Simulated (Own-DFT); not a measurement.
Simulation results for SiC (2H silicon carbide, strained, atoms displaced)

A calculation, not a measurement: plane-wave PBE density functional theory by an unreviewed code, no spin, of a simulated periodic cell, stress positive in tension, free energy of the whole cell less one offset for each atom, forces on such cells passed a denser k mesh, this cell's mesh not checked; offsets are fitted by least squares, one for each functional and potential file, so energies compare only between cells with the same atoms and settings and are not formation energies; the far tail of each file's local potential was reset to the Coulomb form; each entry is a single point on an unrelaxed cell, so the pressure reflects the starting lattice, mostly measured values (interpolated for alloys), from which strain is counted, and rises with the displacements; printed positions are rounded, which can move forces by about a meV/angstrom; the program, named Own-DFT, is a retired in-house code; no spin-orbit coupling. Program: Own-DFT development build.

SiC (2H silicon carbide, strained, atoms displaced)

```
SiC
1.0
      9.3576    -0.0413     0.0202
     -4.7146     7.8932    -0.0194
      0.0220    -0.0116     9.9683
Si C Si C Si C Si C Si C Si C Si C Si C Si C Si C Si C Si C Si C Si C Si C Si C Si C Si C
2 2 2 2 2 2 2 2 2 2 2 2 2 2 2 2 2 2 2 2 2 2 2 2 2 2 2 2 2 2 2 2 2 2 2 2
Direct
  0.99985 0.00750 0.99732
  0.10867 0.21750 0.24103
  0.99510 0.99936 0.18316
  0.10875 0.21793 0.44315
  0.99197 0.00222 0.51064
  0.11241 0.23166 0.75192
  0.00777 0.00866 0.69067
  0.11389 0.23560 0.92861
  0.00378 0.33687 0.00160
  0.11615 0.55773 0.24916
  0.99736 0.33453 0.19105
  0.10669 0.55975 0.43884
  0.99715 0.32975 0.50008
  0.11995 0.56086 0.74459
  0.99192 0.32602 0.68615
  0.12627 0.57113 0.94010
  0.99089 0.66148 0.99694
  0.09899 0.88022 0.24870
  0.00754 0.65992 0.18661
  0.10570 0.88468 0.43785
  0.99678 0.65769 0.49290
  0.10864 0.88522 0.74665
  0.99702 0.66929 0.68470
  0.11241 0.88703 0.93587
  0.33390 0.99650 0.98954
  0.44019 0.21981 0.25868
  0.33224 0.99855 0.19350
  0.45624 0.23040 0.43259
  0.34082 0.00718 0.49031
  0.43698 0.21688 0.75587
  0.33146 0.00175 0.69047
  0.44565 0.23112 0.94827
  0.32985 0.32998 0.00477
  0.44557 0.55207 0.24929
  0.34124 0.35010 0.19060
  0.44616 0.55007 0.44505
  0.33149 0.34250 0.49975
  0.43525 0.55109 0.74161
  0.32956 0.33146 0.69631
  0.45765 0.56773 0.93692
  0.32953 0.65911 0.99143
  0.43701 0.88692 0.25056
  0.33575 0.66561 0.18536
  0.43504 0.87420 0.43950
  0.33851 0.66421 0.50404
  0.45376 0.88667 0.74648
  0.31677 0.66499 0.69054
  0.43528 0.88495 0.94353
  0.67233 0.00368 0.00415
  0.78151 0.22054 0.24825
  0.67411 0.00248 0.19105
  0.77817 0.22211 0.43991
  0.65949 0.99180 0.50558
  0.76847 0.21921 0.76016
  0.66551 0.99315 0.68714
  0.78336 0.21743 0.94365
  0.66566 0.33486 0.99952
  0.78127 0.56570 0.24461
  0.66696 0.33207 0.18845
  0.76580 0.55686 0.44094
  0.65933 0.32955 0.50569
  0.78189 0.55994 0.74939
  0.67080 0.33718 0.68543
  0.78085 0.54896 0.93979
  0.65856 0.66941 0.00577
  0.77022 0.89475 0.25549
  0.66462 0.66529 0.18972
  0.77225 0.88070 0.44279
  0.66676 0.66427 0.50419
  0.77501 0.89028 0.74573
  0.67113 0.67493 0.69507
  0.77846 0.89150 0.93691
```

* functional: PBE
* potential files: PseudoDojo norm-conserving, scalar-relativistic, standard set
* wave cutoff: 42 hartree
* occupations: Fermi-Dirac
* smearing width: 0.1 eV
* hardware: one NVIDIA H100
* k mesh: 4 x 4 x 3 centred on Gamma

Question: Give the missing stress xx for SiC (2H silicon carbide, strained, atoms displaced).
Answer: -1.01 GPa

Further results for SiC (2H silicon carbide, strained, atoms displaced):

* free energy of cell above offsets: -4.709 eV
* pressure: 9.01 GPa
* stress yy: -14.42 GPa
* stress zz: -11.61 GPa
* stress yz: -0.88 GPa
* stress xz: 0.17 GPa
* stress xy: -2.69 GPa
* wall time: 354.3 s

Force:
| element | x (eV/Å) | y (eV/Å) | z (eV/Å) |
| --- | --- | --- | --- |
| Si | 0.686 | -0.954 | -1.046 |
| Si | -0.128 | 1.577 | 2.252 |
| C | 0.233 | -0.819 | 0.551 |
| C | -0.188 | 1.087 | -1.638 |
| Si | 1.867 | -1.15 | -1.94 |
| Si | -0.432 | -0.99 | -1.83 |
| C | -0.957 | -1.102 | 1.068 |
| C | 0.774 | -1.005 | 3.565 |
| Si | -0.234 | 1.192 | -0.184 |
| Si | 0.416 | -0.335 | 0.568 |
| C | 1.602 | -0.361 | -0.841 |
| C | 2.794 | -1.685 | -0.454 |
| Si | -0.285 | 0.392 | -0.345 |
| Si | -5.434 | -2.688 | 2.105 |
| C | -0.034 | 1.138 | 1.037 |
| C | -3.324 | -3.222 | -1.641 |
| Si | 2.567 | 1.271 | 0.62 |
| Si | 1.26 | 1.326 | 0.166 |
| C | -2.521 | 0.672 | -0.424 |
| C | -0.265 | 1.055 | 0.106 |
| Si | -2.319 | 1.696 | 1.374 |
| Si | -0.13 | 1.067 | 0.24 |
| C | 1.155 | -1.139 | -0.152 |
| C | -1.434 | 0.632 | 0.176 |
| Si | -1.281 | 0.729 | 2.625 |
| Si | 0.919 | 1.002 | -3.708 |
| C | -1.119 | -0.072 | -1.087 |
| C | -2.41 | -0.795 | 2.814 |
| Si | -1.442 | -1.752 | 1.561 |
| Si | 0.599 | 1.62 | -0.179 |
| C | 1.407 | -0.71 | -1.119 |
| C | 0.428 | -1.665 | -1.805 |
| Si | -0.108 | 2.113 | -0.881 |
| Si | -0.929 | 3.594 | 1.489 |
| C | -0.254 | -5.577 | -0.698 |
| C | -0.879 | 2.605 | -1.299 |
| Si | 0.977 | -4.006 | 1.265 |
| Si | 1.255 | 1.933 | 2.288 |
| C | 0.565 | -0.132 | -1.998 |
| C | -2.494 | -2.597 | -1.034 |
| Si | 2.193 | 1.941 | 2.402 |
| Si | 1.288 | 0.004 | -0.388 |
| C | 0.276 | -0.315 | 0.278 |
| C | 0.57 | 2.708 | -0.16 |
| Si | -2.114 | -1.295 | -0.675 |
| Si | -3.123 | 0.406 | 1.667 |
| C | 5.838 | 1.452 | -1.924 |
| C | 3.066 | 0.909 | -1.719 |
| Si | -0.839 | -2.025 | -0.113 |
| Si | -1.79 | 1.143 | 1.185 |
| C | -2.359 | -0.581 | -0.328 |
| C | -0.705 | -0.777 | -0.012 |
| Si | 0.217 | 0.941 | -2.116 |
| Si | 1.324 | 0.495 | -1.929 |
| C | -0.483 | 1.159 | 0.759 |
| C | -1.717 | 1.631 | -0.504 |
| Si | 0.835 | -1.069 | 1.471 |
| Si | 0.753 | -2.223 | 1.308 |
| C | -0.194 | 0.146 | 0.197 |
| C | 2.673 | -0.776 | -1.028 |
| Si | 2.107 | 1.205 | -1.86 |
| Si | -0.495 | -0.173 | 0.411 |
| C | -1.164 | -1.184 | 2.356 |
| C | -2.076 | 1.223 | -0.868 |
| Si | 2.798 | 0.663 | -0.993 |
| Si | 2.277 | -1.321 | -0.185 |
| C | -0.143 | 1.206 | 0.265 |
| C | -0.651 | 1.651 | -0.161 |
| Si | -0.283 | 0.127 | 0.723 |
| Si | 1.707 | 1.122 | 1.78 |
| C | -0.597 | -2.464 | -1.503 |
| C | -0.091 | 0.122 | 0.099 |
